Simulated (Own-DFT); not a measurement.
Simulation results for InGa3As4 (zincblende random alloy, atoms displaced)

All values are calculated (Own-DFT development build). A calculation, not a measurement: plane-wave PBE density functional theory by an unreviewed code, no spin, of a simulated periodic cell, stress positive in tension, free energy of the whole cell less one offset for each atom, forces on such cells passed a denser k mesh, this cell's mesh not checked; offsets are fitted by least squares, one for each functional and potential file, so energies compare only between cells with the same atoms and settings and are not formation energies; the far tail of each file's local potential was reset to the Coulomb form; each entry is a single point on an unrelaxed cell, so the pressure reflects the starting lattice, mostly measured values, from which strain is counted, and rises with the displacements; printed positions are rounded, which can move forces by about a meV/angstrom; the program is a retired in-house code; no spin-orbit coupling.

Settings shared by all entries: functional PBE; potential files PseudoDojo norm-conserving, scalar-relativistic, standard set; wave cutoff 42 hartree; occupations Fermi-Dirac; smearing width 0.1 eV; k mesh 3 x 3 x 3 centred on Gamma.

```yaml
- entry: 1
  formula: InGa3As4
  kind: "zincblende random alloy, atoms displaced"
  structure:
    cell_angstrom: [[11.5091, 0.0, 0.0], [0.0, 11.5091, 0.0], [0.0, 0.0, 11.5091]]
    atoms_fractional:
      - [In, 0.00036, 0.00208, 0.00093]
      - [Ga, 0.00255, 0.24493, 0.25121]
      - [In, 0.24756, 0.00309, 0.25257]
      - [Ga, 0.25064, 0.25009, 0.99718]
      - [As, 0.1203, 0.12296, 0.12963]
      - [As, 0.12596, 0.37489, 0.3729]
      - [As, 0.37839, 0.12269, 0.37602]
      - [As, 0.3688, 0.37225, 0.12226]
      - [Ga, 0.99637, 0.99758, 0.49939]
      - [Ga, 0.99939, 0.2473, 0.74762]
      - [Ga, 0.24709, 0.99726, 0.74692]
      - [In, 0.2484, 0.24999, 0.5023]
      - [As, 0.1292, 0.12449, 0.624]
      - [As, 0.1302, 0.37591, 0.87909]
      - [As, 0.3785, 0.12801, 0.87408]
      - [As, 0.37349, 0.3762, 0.62472]
      - [In, 0.99929, 0.50071, 0.99794]
      - [Ga, 0.00027, 0.75334, 0.24738]
      - [Ga, 0.25171, 0.50001, 0.249]
      - [Ga, 0.25374, 0.7522, 0.99702]
      - [As, 0.12888, 0.62441, 0.12912]
      - [As, 0.12352, 0.87381, 0.37231]
      - [As, 0.38074, 0.62156, 0.37537]
      - [As, 0.37562, 0.87428, 0.12649]
      - [Ga, 0.99868, 0.50063, 0.50073]
      - [Ga, 0.99986, 0.75047, 0.7477]
      - [Ga, 0.25257, 0.50093, 0.74892]
      - [Ga, 0.25098, 0.74754, 0.5004]
      - [As, 0.12709, 0.62768, 0.62363]
      - [As, 0.12876, 0.8791, 0.87214]
      - [As, 0.37727, 0.62809, 0.8766]
      - [As, 0.37147, 0.8739, 0.62546]
      - [Ga, 0.50192, 0.99635, 0.99655]
      - [Ga, 0.50476, 0.25182, 0.24875]
      - [In, 0.75241, 0.99903, 0.24735]
      - [Ga, 0.74855, 0.25514, 0.00293]
      - [As, 0.62623, 0.12355, 0.12746]
      - [As, 0.62252, 0.37499, 0.37548]
      - [As, 0.87247, 0.12852, 0.37532]
      - [As, 0.87221, 0.37383, 0.1249]
      - [Ga, 0.49748, 0.99446, 0.50563]
      - [Ga, 0.50079, 0.24997, 0.75159]
      - [Ga, 0.74545, 0.9995, 0.75008]
      - [In, 0.75308, 0.25096, 0.49787]
      - [As, 0.62491, 0.12946, 0.62747]
      - [As, 0.62602, 0.37231, 0.8743]
      - [As, 0.87259, 0.12108, 0.87223]
      - [As, 0.87099, 0.37334, 0.62475]
      - [Ga, 0.49506, 0.50172, 0.99844]
      - [Ga, 0.50143, 0.74726, 0.25059]
      - [In, 0.75018, 0.50245, 0.25851]
      - [In, 0.75056, 0.75116, 0.00085]
      - [As, 0.62604, 0.62031, 0.12401]
      - [As, 0.6304, 0.87566, 0.37195]
      - [As, 0.87208, 0.62226, 0.37444]
      - [As, 0.87666, 0.87756, 0.12421]
      - [Ga, 0.49889, 0.50142, 0.50039]
      - [Ga, 0.49757, 0.75144, 0.75006]
      - [Ga, 0.75163, 0.49821, 0.75256]
      - [Ga, 0.74551, 0.74688, 0.49914]
      - [As, 0.62675, 0.62204, 0.62558]
      - [As, 0.62783, 0.8755, 0.88016]
      - [As, 0.87126, 0.625, 0.87379]
      - [As, 0.87659, 0.87377, 0.62559]
  results:
    "free_energy_of_cell_above_offsets [eV]": "-23.476"
    "pressure [GPa]": 4.52
    "stress_xx [GPa]": -4.51
    "stress_yy [GPa]": -4.5
    "stress_zz [GPa]": -4.54
    "stress_yz [GPa]": 0.09
    "stress_xz [GPa]": -0.16
    "stress_xy [GPa]": -0.07
    force_element: [In, Ga, In, Ga, As, As, As, As, Ga, Ga, Ga, In, As, As, As, As, In, Ga, Ga, Ga, As, As, As, As, Ga, Ga, Ga, Ga, As, As, As, As, Ga, Ga, In, Ga, As, As, As, As, Ga, Ga, Ga, In, As, As, As, As, Ga, Ga, In, In, As, As, As, As, Ga, Ga, Ga, Ga, As, As, As, As]
    "force_x [eV/angstrom]": [0.096, -0.436, 0.592, -0.217, 0.643, -0.928, 1.525, 0.722, 0.307, 0.183, 0.525, 0.546, -1.653, 0.263, -0.427, 1.158, 0.095, -0.076, 0.079, -0.265, 0.334, -0.731, -0.61, 0.69, 0.116, 0.153, -0.069, 0.011, -0.25, 0.231, -0.281, 0.134, -0.299, -0.562, 0.184, 0.073, -1.018, -1.565, 2.104, 0.36, 0.535, -0.098, 0.19, -0.966, -0.822, -0.311, -0.806, 1.522, 0.367, 0.205, -0.501, 0.052, -1.599, -1.514, 1.865, 0.866, 0.213, 0.474, -0.224, 0.435, -0.297, -1.197, 0.525, -0.653]
    "force_y [eV/angstrom]": [-0.099, 0.71, -0.333, -0.524, 1.977, 0.849, 0.405, 0.18, 0.25, 0.138, 0.591, 0.094, -1.218, -0.828, -0.664, 0.772, 0.064, -0.48, -0.102, 0.003, 0.995, -0.86, 0.357, -0.517, -0.112, -0.039, 0.104, 0.085, -0.427, -1.248, -0.192, -0.203, 0.465, -0.191, 0.395, -0.726, 0.992, -0.045, -0.805, -1.153, 0.415, 0.309, -0.029, 0.027, -1.256, 0.493, 1.284, 1.232, -0.458, 0.126, -0.928, -0.413, 0.195, -1.045, 1.913, -1.333, -0.36, -0.011, -0.067, 0.187, 0.172, 0.736, 0.14, 0.008]
    "force_z [eV/angstrom]": [-0.635, -0.021, -0.143, 0.303, -0.626, -0.605, 0.23, 0.292, -0.022, 0.313, 0.213, -0.736, 0.9, -1.522, 0.013, 0.922, 0.479, 0.204, 0.24, 0.367, 0.056, 1.294, -0.103, -0.708, -0.031, 0.265, 0.209, -0.497, 0.198, -0.318, -0.411, 0.047, 0.502, -0.042, 0.329, -0.245, -1.38, 0.28, -0.332, 0.47, -0.389, -0.222, -0.166, 0.198, 0.365, 0.197, -0.488, 1.124, 0.167, -0.214, -1.219, 0.492, 0.0, 1.324, 1.44, 0.601, 0.287, 0.032, -0.174, 0.09, 0.222, -1.687, -1.603, -0.127]
- entry: 2
  formula: InGa3As4
  kind: "zincblende random alloy, atoms displaced"
  structure:
    cell_angstrom: [[11.5091, 0.0, 0.0], [0.0, 11.5091, 0.0], [0.0, 0.0, 11.5091]]
    atoms_fractional:
      - [Ga, 0.00036, 0.00102, 0.9995]
      - [Ga, 0.99637, 0.25495, 0.25062]
      - [Ga, 0.24684, 0.99875, 0.24872]
      - [Ga, 0.25058, 0.25023, 0.00141]
      - [As, 0.1247, 0.12666, 0.12643]
      - [As, 0.12148, 0.3752, 0.3768]
      - [As, 0.37166, 0.126, 0.37559]
      - [As, 0.375, 0.37464, 0.12328]
      - [Ga, 0.00162, 0.00371, 0.50073]
      - [In, 0.00383, 0.24634, 0.74605]
      - [Ga, 0.25084, 0.00128, 0.74551]
      - [Ga, 0.25217, 0.25054, 0.49848]
      - [As, 0.12355, 0.12489, 0.63021]
      - [As, 0.12517, 0.37567, 0.87605]
      - [As, 0.37665, 0.12894, 0.87556]
      - [As, 0.3732, 0.37695, 0.62305]
      - [Ga, 0.00116, 0.50285, 0.00145]
      - [In, 0.99854, 0.75111, 0.24782]
      - [Ga, 0.24789, 0.50294, 0.24856]
      - [Ga, 0.2526, 0.75488, 0.00036]
      - [As, 0.12833, 0.6247, 0.12704]
      - [As, 0.12714, 0.87379, 0.38033]
      - [As, 0.37582, 0.62445, 0.3803]
      - [As, 0.37322, 0.87786, 0.12656]
      - [In, 0.00556, 0.50015, 0.50166]
      - [Ga, 0.00088, 0.75295, 0.74845]
      - [In, 0.24771, 0.50078, 0.75248]
      - [Ga, 0.24753, 0.7473, 0.5003]
      - [As, 0.12262, 0.62432, 0.62345]
      - [As, 0.12426, 0.86841, 0.87862]
      - [As, 0.37184, 0.62675, 0.87411]
      - [As, 0.37479, 0.86973, 0.6257]
      - [Ga, 0.49988, 0.00153, 0.00027]
      - [Ga, 0.49762, 0.2453, 0.24692]
      - [Ga, 0.74781, 0.99685, 0.25141]
      - [Ga, 0.75252, 0.24286, 0.00089]
      - [As, 0.62745, 0.12625, 0.1205]
      - [As, 0.62909, 0.3769, 0.37227]
      - [As, 0.87312, 0.12143, 0.37248]
      - [As, 0.87102, 0.3776, 0.12465]
      - [In, 0.49569, 0.00228, 0.49829]
      - [Ga, 0.49443, 0.24633, 0.75381]
      - [Ga, 0.75057, 0.00182, 0.74912]
      - [In, 0.75264, 0.25106, 0.50181]
      - [As, 0.62179, 0.12578, 0.62644]
      - [As, 0.62761, 0.37628, 0.87562]
      - [As, 0.87772, 0.12229, 0.87438]
      - [As, 0.87585, 0.3814, 0.62499]
      - [Ga, 0.49768, 0.50139, 0.00422]
      - [In, 0.50351, 0.74942, 0.2486]
      - [Ga, 0.75338, 0.50246, 0.24701]
      - [Ga, 0.74293, 0.74778, 0.9961]
      - [As, 0.62609, 0.62485, 0.1322]
      - [As, 0.62525, 0.87876, 0.37406]
      - [As, 0.87564, 0.62325, 0.37331]
      - [As, 0.87558, 0.8735, 0.12774]
      - [Ga, 0.49872, 0.50119, 0.49954]
      - [Ga, 0.50071, 0.7499, 0.74977]
      - [Ga, 0.74942, 0.49896, 0.75281]
      - [In, 0.74823, 0.75072, 0.5004]
      - [As, 0.62867, 0.62475, 0.62029]
      - [As, 0.62557, 0.87678, 0.87181]
      - [As, 0.87445, 0.62177, 0.8764]
      - [As, 0.87959, 0.87389, 0.62664]
  results:
    "free_energy_of_cell_above_offsets [eV]": "-23.842"
    "pressure [GPa]": 4.42
    "stress_xx [GPa]": -4.39
    "stress_yy [GPa]": -4.47
    "stress_zz [GPa]": -4.38
    "stress_yz [GPa]": 0.02
    "stress_xz [GPa]": 0.07
    "stress_xy [GPa]": 0.24
    force_element: [Ga, Ga, Ga, Ga, As, As, As, As, Ga, In, Ga, Ga, As, As, As, As, Ga, In, Ga, Ga, As, As, As, As, In, Ga, In, Ga, As, As, As, As, Ga, Ga, Ga, Ga, As, As, As, As, In, Ga, Ga, In, As, As, As, As, Ga, In, Ga, Ga, As, As, As, As, Ga, Ga, Ga, In, As, As, As, As]
    "force_x [eV/angstrom]": [0.026, 0.013, -0.062, -0.154, -0.201, 1.459, -0.844, -0.155, -0.027, -1.109, 0.096, -0.422, 1.774, -0.365, -0.641, 0.917, 0.043, 0.58, 0.395, -0.009, 0.583, 0.38, -0.865, -0.352, -0.978, -0.053, 0.078, 0.216, 0.518, 0.092, 1.356, -0.759, 0.026, 0.312, 0.208, 0.124, -0.299, -1.217, 0.896, 0.41, 0.162, 0.678, 0.072, -0.16, 0.178, -0.475, -0.833, -0.68, 0.337, -0.879, -0.145, 0.5, 0.895, 0.505, -0.677, -1.413, 0.416, 0.147, 0.002, 0.752, -1.437, -0.251, 0.065, 0.251]
    "force_y [eV/angstrom]": [-0.338, -0.306, 0.17, 0.095, 0.069, -1.141, 0.707, 0.016, -0.26, 1.32, -0.491, 0.085, -1.263, -0.372, -0.732, -0.913, -0.3, -0.218, -0.498, -0.495, -0.321, 0.81, -0.457, 0.617, 0.205, -0.561, -0.005, 0.023, 2.11, 0.904, 0.908, -0.364, -0.107, 0.519, 0.213, 0.724, -0.503, 0.526, -0.4, -0.284, -0.362, 0.849, -0.102, -0.044, 0.071, -0.389, -0.545, 0.075, 0.107, 0.415, -0.19, 0.087, -1.106, 0.573, -0.613, 1.197, -0.408, -0.298, 0.139, 0.398, -1.149, -0.025, 0.527, 1.097]
    "force_z [eV/angstrom]": [0.264, -0.08, 0.343, -0.073, -0.065, -1.283, -1.288, 0.412, -0.042, 0.895, 0.673, 0.178, -2.145, 1.703, 0.236, -0.441, 0.069, 0.626, 0.424, 0.165, -1.123, 0.233, 0.019, -0.748, -0.469, 0.35, -0.391, 0.249, 0.698, -0.407, 1.114, 0.482, -0.157, 0.2, -0.502, -0.441, 0.644, -0.778, -0.515, -0.308, 0.422, -0.467, -0.108, 0.003, 1.422, 0.243, 0.654, 1.164, -0.37, 0.602, 0.46, 0.358, -1.883, -0.441, -0.382, -1.643, -0.019, -0.005, -0.226, -0.517, 1.653, 0.164, -0.2, 0.394]
- entry: 3
  formula: InGa3As4
  kind: "zincblende random alloy, atoms displaced"
  structure:
    cell_angstrom: [[11.5091, 0.0, 0.0], [0.0, 11.5091, 0.0], [0.0, 0.0, 11.5091]]
    atoms_fractional:
      - [In, 0.00064, 0.99848, 0.99709]
      - [In, 0.00311, 0.24932, 0.25522]
      - [Ga, 0.24589, 0.9975, 0.25151]
      - [Ga, 0.24996, 0.24958, 0.00106]
      - [As, 0.11805, 0.12223, 0.12568]
      - [As, 0.12702, 0.37477, 0.37583]
      - [As, 0.37175, 0.12592, 0.37592]
      - [As, 0.37517, 0.37036, 0.12349]
      - [In, 0.99966, 0.99883, 0.50405]
      - [Ga, 0.00348, 0.25124, 0.75386]
      - [Ga, 0.24782, 0.00612, 0.74886]
      - [Ga, 0.24947, 0.24937, 0.50048]
      - [As, 0.12362, 0.12872, 0.62308]
      - [As, 0.12582, 0.37529, 0.8759]
      - [As, 0.3731, 0.12523, 0.87395]
      - [As, 0.37443, 0.37615, 0.62829]
      - [Ga, 0.00992, 0.50163, 0.00293]
      - [Ga, 0.99865, 0.74748, 0.24805]
      - [Ga, 0.24715, 0.50022, 0.24805]
      - [In, 0.24692, 0.75046, 0.00054]
      - [As, 0.13103, 0.62807, 0.1287]
      - [As, 0.12656, 0.87568, 0.37552]
      - [As, 0.37114, 0.62249, 0.37933]
      - [As, 0.37253, 0.87762, 0.12814]
      - [In, 0.00424, 0.50203, 0.49788]
      - [Ga, 0.99989, 0.74827, 0.74939]
      - [Ga, 0.25332, 0.49784, 0.74861]
      - [In, 0.25137, 0.74373, 0.49846]
      - [As, 0.12311, 0.62297, 0.62084]
      - [As, 0.12826, 0.87751, 0.87025]
      - [As, 0.37792, 0.62079, 0.87434]
      - [As, 0.37344, 0.87084, 0.62484]
      - [Ga, 0.49535, 0.00136, 0.99811]
      - [Ga, 0.49873, 0.24769, 0.24769]
      - [Ga, 0.75507, 0.99925, 0.25151]
      - [Ga, 0.74548, 0.25507, 0.00537]
      - [As, 0.63242, 0.12319, 0.12161]
      - [As, 0.62508, 0.3767, 0.37904]
      - [As, 0.87512, 0.12296, 0.37461]
      - [As, 0.88013, 0.37832, 0.12515]
      - [Ga, 0.50112, 0.00131, 0.50216]
      - [In, 0.50336, 0.25155, 0.74972]
      - [Ga, 0.75522, 0.99712, 0.74956]
      - [Ga, 0.74597, 0.25216, 0.50094]
      - [As, 0.62569, 0.12619, 0.6261]
      - [As, 0.62194, 0.37586, 0.87672]
      - [As, 0.87451, 0.12773, 0.87208]
      - [As, 0.87326, 0.37461, 0.62517]
      - [Ga, 0.50364, 0.50219, 0.00086]
      - [Ga, 0.49896, 0.74819, 0.24925]
      - [In, 0.74471, 0.49173, 0.24874]
      - [Ga, 0.75117, 0.74673, 8.0e-05]
      - [As, 0.62058, 0.6271, 0.12725]
      - [As, 0.62431, 0.87672, 0.37265]
      - [As, 0.87413, 0.63199, 0.37595]
      - [As, 0.87719, 0.87763, 0.12601]
      - [Ga, 0.49797, 0.50466, 0.50201]
      - [Ga, 0.49673, 0.74724, 0.74735]
      - [Ga, 0.74485, 0.50323, 0.75315]
      - [Ga, 0.74469, 0.75016, 0.50695]
      - [As, 0.62223, 0.62749, 0.62479]
      - [As, 0.62511, 0.87102, 0.87267]
      - [As, 0.87338, 0.62646, 0.87479]
      - [As, 0.87665, 0.87271, 0.62855]
  results:
    "free_energy_of_cell_above_offsets [eV]": "-23.763"
    "pressure [GPa]": 4.42
    "stress_xx [GPa]": -4.33
    "stress_yy [GPa]": -4.47
    "stress_zz [GPa]": -4.47
    "stress_yz [GPa]": -0.14
    "stress_xz [GPa]": 0.34
    "stress_xy [GPa]": -0.15
    force_element: [In, In, Ga, Ga, As, As, As, As, In, Ga, Ga, Ga, As, As, As, As, Ga, Ga, Ga, In, As, As, As, As, In, Ga, Ga, In, As, As, As, As, Ga, Ga, Ga, Ga, As, As, As, As, Ga, In, Ga, Ga, As, As, As, As, Ga, Ga, In, Ga, As, As, As, As, Ga, Ga, Ga, Ga, As, As, As, As]
    "force_x [eV/angstrom]": [-0.354, -0.465, 0.125, -0.299, 2.372, 1.772, 0.228, 0.043, -0.093, -0.491, 0.318, 0.29, 0.854, 0.335, -0.627, -0.609, -0.626, 0.047, 0.626, 0.945, -1.477, -0.3, 1.588, 0.892, -1.305, 0.222, -0.454, -0.613, 0.482, -0.269, 0.249, 0.705, 0.469, 0.353, -0.299, 0.786, -0.803, -1.639, -1.687, 0.137, -0.211, -0.485, -0.447, 0.405, 1.022, 1.174, -0.852, -0.489, -0.412, -0.359, 0.739, -0.193, -0.154, 0.02, -0.542, -0.941, 0.026, 0.097, 0.326, 0.412, -0.011, -0.139, 0.536, -0.947]
    "force_y [eV/angstrom]": [0.072, 0.121, 0.472, -0.357, 0.235, 0.112, -0.251, 0.668, -0.113, 0.095, -0.361, 0.304, 0.813, 0.095, -0.453, 0.531, 0.187, 0.493, -0.501, 0.266, -1.066, -0.393, -1.226, 0.519, -0.459, -0.035, 0.346, 1.077, 0.32, -0.307, -0.317, 1.377, -0.288, -0.123, -0.049, 0.064, -0.177, -1.195, 0.257, -0.297, -0.12, -0.281, 0.225, -0.334, -1.219, 1.022, 0.759, -0.37, -0.226, 0.302, 1.272, 0.463, 0.443, -0.141, 0.555, -1.345, -0.48, 0.271, -0.321, 0.422, -0.368, 0.269, -0.38, -0.874]
    "force_z [eV/angstrom]": [-0.531, -0.37, -0.097, 0.074, -0.015, 0.003, -0.091, 0.063, -0.406, -0.341, -0.322, 0.03, 1.039, -0.006, 0.693, -1.322, -0.197, 0.303, 0.262, -0.701, 0.784, -1.344, -2.003, 0.509, -0.264, 0.106, 0.163, 0.378, 2.72, -1.475, -0.452, 0.786, 0.062, 0.278, -0.069, -0.58, 0.451, 0.881, 0.503, -1.505, -0.121, 0.111, 0.16, 0.0, -0.851, 1.016, -0.23, 0.781, 0.102, 0.374, 0.034, 0.253, -0.82, 0.285, -0.191, 0.538, -0.013, 0.338, -0.253, -0.645, 0.228, 0.172, 0.235, 0.502]
- entry: 4
  formula: InGa3As4
  kind: "zincblende random alloy, atoms displaced"
  structure:
    cell_angstrom: [[11.5091, 0.0, 0.0], [0.0, 11.5091, 0.0], [0.0, 0.0, 11.5091]]
    atoms_fractional:
      - [Ga, 0.00361, 0.00172, 0.00202]
      - [In, 0.00258, 0.25835, 0.25829]
      - [Ga, 0.25698, 0.00954, 0.24292]
      - [Ga, 0.23501, 0.24652, 0.00017]
      - [As, 0.12467, 0.12053, 0.12413]
      - [As, 0.14138, 0.37616, 0.3654]
      - [As, 0.37451, 0.11874, 0.379]
      - [As, 0.3757, 0.37847, 0.13342]
      - [Ga, 0.00239, 0.00765, 0.50783]
      - [Ga, 0.9981, 0.25392, 0.74094]
      - [In, 0.25798, 0.01255, 0.74272]
      - [In, 0.24769, 0.26019, 0.49713]
      - [As, 0.12658, 0.12923, 0.62789]
      - [As, 0.11482, 0.38158, 0.87813]
      - [As, 0.36689, 0.11454, 0.87101]
      - [As, 0.36643, 0.38228, 0.62166]
      - [Ga, 0.99584, 0.50141, 0.0003]
      - [Ga, 0.994, 0.74672, 0.26068]
      - [Ga, 0.23265, 0.50479, 0.23964]
      - [Ga, 0.26076, 0.76324, 0.00353]
      - [As, 0.12799, 0.63332, 0.12366]
      - [As, 0.11994, 0.89418, 0.3818]
      - [As, 0.39161, 0.62849, 0.38218]
      - [As, 0.37542, 0.88046, 0.13524]
      - [Ga, 0.0062, 0.49633, 0.49217]
      - [In, 0.00236, 0.75242, 0.74632]
      - [In, 0.23756, 0.5047, 0.7512]
      - [Ga, 0.24692, 0.74596, 0.49874]
      - [As, 0.12773, 0.61781, 0.62656]
      - [As, 0.119, 0.87511, 0.88274]
      - [As, 0.38623, 0.63323, 0.86892]
      - [As, 0.37569, 0.8754, 0.61417]
      - [In, 0.49832, 0.99669, 0.99414]
      - [Ga, 0.48456, 0.25832, 0.25497]
      - [Ga, 0.746, 0.98793, 0.25663]
      - [Ga, 0.74909, 0.25706, 0.98677]
      - [As, 0.62847, 0.1299, 0.12307]
      - [As, 0.62219, 0.3836, 0.37277]
      - [As, 0.85999, 0.12638, 0.37161]
      - [As, 0.86361, 0.38043, 0.12073]
      - [In, 0.48781, 0.99937, 0.50119]
      - [Ga, 0.49461, 0.25224, 0.74473]
      - [Ga, 0.76282, 0.00275, 0.73963]
      - [Ga, 0.76515, 0.23775, 0.50551]
      - [As, 0.62257, 0.13079, 0.6207]
      - [As, 0.62442, 0.3745, 0.86287]
      - [As, 0.8776, 0.12797, 0.87983]
      - [As, 0.86421, 0.36753, 0.62913]
      - [Ga, 0.49734, 0.50236, 0.99807]
      - [Ga, 0.50186, 0.74268, 0.22819]
      - [Ga, 0.74635, 0.5178, 0.25614]
      - [Ga, 0.75536, 0.75862, 0.001]
      - [As, 0.62456, 0.6153, 0.12191]
      - [As, 0.63306, 0.87685, 0.3758]
      - [As, 0.87818, 0.62656, 0.37989]
      - [As, 0.87174, 0.87775, 0.13103]
      - [Ga, 0.49684, 0.50185, 0.5047]
      - [Ga, 0.506, 0.74949, 0.74134]
      - [Ga, 0.74886, 0.5053, 0.75777]
      - [In, 0.73731, 0.75047, 0.5055]
      - [As, 0.61708, 0.62827, 0.62756]
      - [As, 0.6127, 0.86348, 0.87379]
      - [As, 0.8688, 0.6161, 0.87718]
      - [As, 0.87068, 0.88735, 0.61888]
  results:
    "free_energy_of_cell_above_offsets [eV]": "-18.975"
    "pressure [GPa]": 5.36
    "stress_xx [GPa]": -5.08
    "stress_yy [GPa]": -5.38
    "stress_zz [GPa]": -5.63
    "stress_yz [GPa]": 0.3
    "stress_xz [GPa]": -0.77
    "stress_xy [GPa]": 0.24
    force_element: [Ga, In, Ga, Ga, As, As, As, As, Ga, Ga, In, In, As, As, As, As, Ga, Ga, Ga, Ga, As, As, As, As, Ga, In, In, Ga, As, As, As, As, In, Ga, Ga, Ga, As, As, As, As, In, Ga, Ga, Ga, As, As, As, As, Ga, Ga, Ga, Ga, As, As, As, As, Ga, Ga, Ga, In, As, As, As, As]
    "force_x [eV/angstrom]": [-0.8, -1.403, -0.775, 1.118, 0.008, -1.594, -1.069, -1.367, -0.793, -0.001, -1.825, 0.676, -1.827, -0.361, 1.784, 1.988, -0.155, 0.89, 2.244, -0.294, -0.945, 0.702, -1.728, -0.261, -0.31, -1.06, 2.298, 0.156, -1.679, 1.267, -0.801, -1.481, 0.536, 1.593, 0.086, -0.273, 0.004, 0.382, 1.537, 0.137, 3.187, -0.254, -1.727, -2.002, 0.556, -0.823, 0.256, 0.932, 0.079, 0.195, 0.189, -0.773, 0.543, -2.408, 0.018, 0.822, 0.585, -1.096, -0.638, 1.521, 0.211, 2.495, 0.441, 1.088]
    "force_y [eV/angstrom]": [-0.221, -0.723, -0.291, 0.594, 0.058, 2.193, 1.903, 0.341, 0.664, -0.229, -3.334, -1.904, 0.875, -1.524, 4.262, 0.097, 0.133, 1.086, 0.47, -0.599, 0.548, -1.451, 0.415, -0.733, -0.513, -0.184, -0.906, 0.322, 1.792, 0.461, 0.097, -2.906, 0.731, -0.85, 1.496, -0.367, 0.401, -0.628, -1.179, 0.564, 0.185, -0.186, 0.849, 1.094, -0.048, 0.173, -0.219, 1.459, -0.741, 0.336, -1.33, -0.769, 1.107, -0.234, -0.648, -0.187, -0.563, 0.763, -0.374, -0.205, -2.182, 0.126, 1.224, -0.592]
    "force_z [eV/angstrom]": [0.133, -1.17, 0.964, -0.26, 0.111, 0.156, -2.267, -1.568, -0.569, 1.107, -1.027, 0.507, -0.795, 0.434, 2.168, 1.032, 0.796, -0.628, 0.34, -0.443, -0.573, -0.85, -1.283, -0.059, 0.514, 0.087, 1.995, -0.571, -3.148, 0.262, 0.921, 2.07, 1.004, 0.303, -1.147, 0.777, 0.676, 0.737, 0.057, 0.255, -0.574, 0.034, 1.578, -0.197, 0.853, 0.74, -0.74, -0.415, -0.319, 1.738, -0.039, -0.198, -0.85, -1.497, 0.191, -0.246, -0.188, 0.152, -1.117, -0.089, 0.718, -0.949, 0.512, -0.145]
```
